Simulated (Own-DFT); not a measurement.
# Shaking the atoms of 6H (3C twinned every three layers) SiC, 48 atoms (C24Si24)

Calculated results; nothing here was measured. The program, named Own-DFT, is a retired in-house plane-wave density functional code that no person has reviewed. Each row is one single-point run on a periodic cell that was not relaxed, without spin or spin-orbit coupling.

Settings of every run: PBE; PseudoDojo norm-conserving scalar-relativistic files; cutoff 42 hartree; 5 x 5 x 2 k mesh centred on Gamma; Fermi-Dirac smearing of 0.1 eV.

Known limits, some of them of some rows only: some atoms lie very close together; forces on such cells passed a denser k mesh, each cell not checked; stress not checked against mesh or cutoff.

Cell vectors in Å: (4.360, -4.360, 0.000); (0.000, 4.360, -4.360); (8.719, 8.719, 8.719). In each run every atom was moved at random and independently from its ideal site; u is the rms move along one axis. E is the free energy for each atom above the fitted value at u = 0, and F the rms of the force components.

```
run,u (Å),E (meV/atom),F (eV/Å),largest force (eV/Å),P (GPa)
1,0.0279,27.6,0.802,2.76,3.69
2,0.0292,32.4,0.883,3.00,3.81
3,0.0305,34.4,0.912,3.00,3.80
4,0.0564,134.8,1.923,8.36,6.35
5,0.0607,120.4,1.672,5.34,5.76
6,0.0621,?,?,?,?
7,0.0970,388.6,3.307,11.96,12.66
8,0.1057,346.5,2.735,10.54,11.02
9,0.1075,444.8,3.558,15.13,13.10
```

## Worked fit

For small independent moves the energy grows as E = (3/2) K u², with K the mean stiffness felt by one atom. The runs with u up to 0.11 Å give K = 24.7 ± 1.5 eV/Å², with residuals divided by u² + 0.0006 Å², since the noise grows with the moves. The scatter is 11.7 meV/atom at u = 0.05 Å. The forces follow F = G u with G = 30.6 eV/Å²; no force at u = 0 is resolved. G exceeds K because the moves of its neighbours add to the force on an atom, and stiffness differs between atoms. The pressure follows P = 3.15 + 842 u² GPa: at fixed volume, shortened bonds push harder than stretched ones pull.

## Withheld run

Question: what energy and rms force should run 6 give?

The fit gives 143 ± 19 meV/atom and about 1.90 eV/Å. The calculation gave 147.5 meV/atom and 1.874 eV/Å.
